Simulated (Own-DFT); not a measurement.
# Strain and stress in diamond silicon, 64 atoms (Si64)

Calculated results; nothing here was measured. They come from Own-DFT, an in-house plane-wave density functional program, since retired, whose code no person has reviewed. Each row is one single-point run on a periodic cell that was not relaxed, without spin or spin-orbit coupling.

Settings of every run: PBE; PseudoDojo norm-conserving scalar-relativistic files; cutoff 20 hartree; 3 x 3 x 3 k mesh centred on Gamma; Fermi-Dirac smearing of 0.1 eV.

Known limits: k mesh not checked against a denser one; stress not checked against mesh or cutoff.

Unstrained cell vectors in Å: (10.862, 0.000, 0.000); (0.000, 10.862, 0.000); (0.000, 0.000, 10.862). The unstrained cell has measured lattice constants (interpolated for alloys), not those of this functional. That, the random moves and any unrelaxed bonds set the pressure at no strain. Each run strains this cell uniformly, with the atoms carried along. Every atom was also moved at random, by a Gaussian of width 0.05 Å on each axis. Strain is the symmetric tensor, in per cent. Stress is positive in tension, and the pressure is minus a third of its trace.

```
run,e_xx (%),e_yy (%),e_zz (%),e_yz (%),e_xz (%),e_xy (%),s_xx (GPa),s_yy (GPa),s_zz (GPa),s_yz (GPa),s_xz (GPa),s_xy (GPa),P (GPa),E (meV/atom)
1,-1.66,0.09,-0.43,0.75,-0.79,1.35,-5.89,-4.19,-4.58,1.74,-2.45,4.13,4.88,26.3
2,1.65,1.00,-0.74,-0.28,-1.04,-0.02,0.18,-0.46,-1.90,-0.43,-1.59,0.12,0.73,2.0
3,-0.55,0.22,-1.74,0.79,-0.14,0.03,-4.45,-3.77,-5.39,1.31,0.17,0.74,4.54,11.5
4,-1.74,-1.34,-1.81,0.60,-0.64,0.40,-7.96,-7.63,-8.06,1.88,-1.19,0.88,7.88,32.8
5,-1.26,-0.62,-0.41,-1.36,0.75,-1.17,-5.34,-5.03,-4.67,-2.47,1.14,-2.90,5.01,21.4
6,-1.14,-1.44,-1.11,-0.82,0.48,-1.22,-6.45,-6.74,-6.56,-0.82,1.41,-3.39,6.59,30.9
7,0.16,-1.45,-1.57,-1.36,-0.38,-0.43,-4.46,-6.05,-6.17,-3.60,-1.19,-0.96,5.56,20.4
8,1.55,-0.21,-0.27,-1.92,1.96,-0.21,-0.82,-2.46,-2.44,-4.35,4.58,0.29,1.91,19.6
9,0.73,-1.68,-1.77,1.15,0.23,1.78,-4.02,-6.44,-6.51,2.95,-1.08,4.43,5.66,36.3
10,-0.40,-0.42,0.84,-1.60,-1.17,-1.70,-2.97,-3.04,-1.82,-2.56,-2.09,-3.33,2.61,10.6
11,1.55,1.02,-0.10,0.96,1.14,-1.79,0.37,-0.06,-1.02,2.02,2.00,-3.35,0.24,0.0
12,-1.64,0.47,-0.35,-1.80,1.18,-1.68,-5.29,-3.47,-4.04,-3.84,2.03,-3.56,4.27,24.3
13,-0.92,-1.02,-1.48,1.82,1.42,-0.46,-6.26,-6.44,-6.78,3.80,4.05,-1.25,6.49,44.0
14,-0.85,-0.04,1.34,-2.00,-0.46,-1.82,-3.46,-2.89,-1.47,-4.44,-1.48,-4.03,2.61,31.6
15,-1.95,0.42,-0.14,1.00,0.72,0.59,-5.48,-3.60,-3.98,2.34,2.15,0.55,4.35,26.0
16,1.95,-1.10,1.25,-1.48,1.36,0.84,0.28,-2.28,-0.23,-2.89,2.89,1.62,0.75,11.9
17,-0.32,0.12,0.93,-0.94,-0.49,1.56,?,?,?,?,?,?,?,?
```

E is the free energy for each atom above the lowest run shown.

## Worked fit

Each stress component was fitted by least squares to a constant and the strains of the runs shown, as fractions, with shears doubled. Shear strains stay in the fit of a normal stress only where such slopes are resolved. The slopes, in GPa:

| stress | at no strain | per e_xx | per e_yy | per e_zz | scatter |
|---|---|---|---|---|---|
| s_xx | -2.8 | 160 ± 4 | 77 ± 6 | 65 ± 5 | 0.19 |
| s_yy | -2.8 | 73 ± 3 | 168 ± 5 | 67 ± 5 | 0.17 |
| s_zz | -2.7 | 70 ± 3 | 85 ± 5 | 157 ± 5 | 0.17 |

Each shear stress against twice its own strain: yz 112 ± 7, xz 110 ± 11, xy 116 ± 8 GPa. These are stiffnesses along x, y and z of the frame in which the cell vectors are given, which need not be the crystal's axes. The atoms are held to the strained lattice; where symmetry lets them move under strain, relaxing them would lower some slopes. The table should be nearly symmetric about its diagonal, and what it lacks of that shows the noise. A ninth of its sum, 103 ± 2 GPa, estimates the bulk modulus near the mean pressure of these runs, 4.0 GPa, so it lies above the value at zero pressure.

## Withheld run

Question: what normal stresses and pressure should run 17 give?

The fit gives s_xx = -2.6, s_yy = -2.2, s_zz = -1.4 and P = 2.1 GPa. The calculation gave -2.49, -1.99, -1.24 and P = 1.91 GPa.
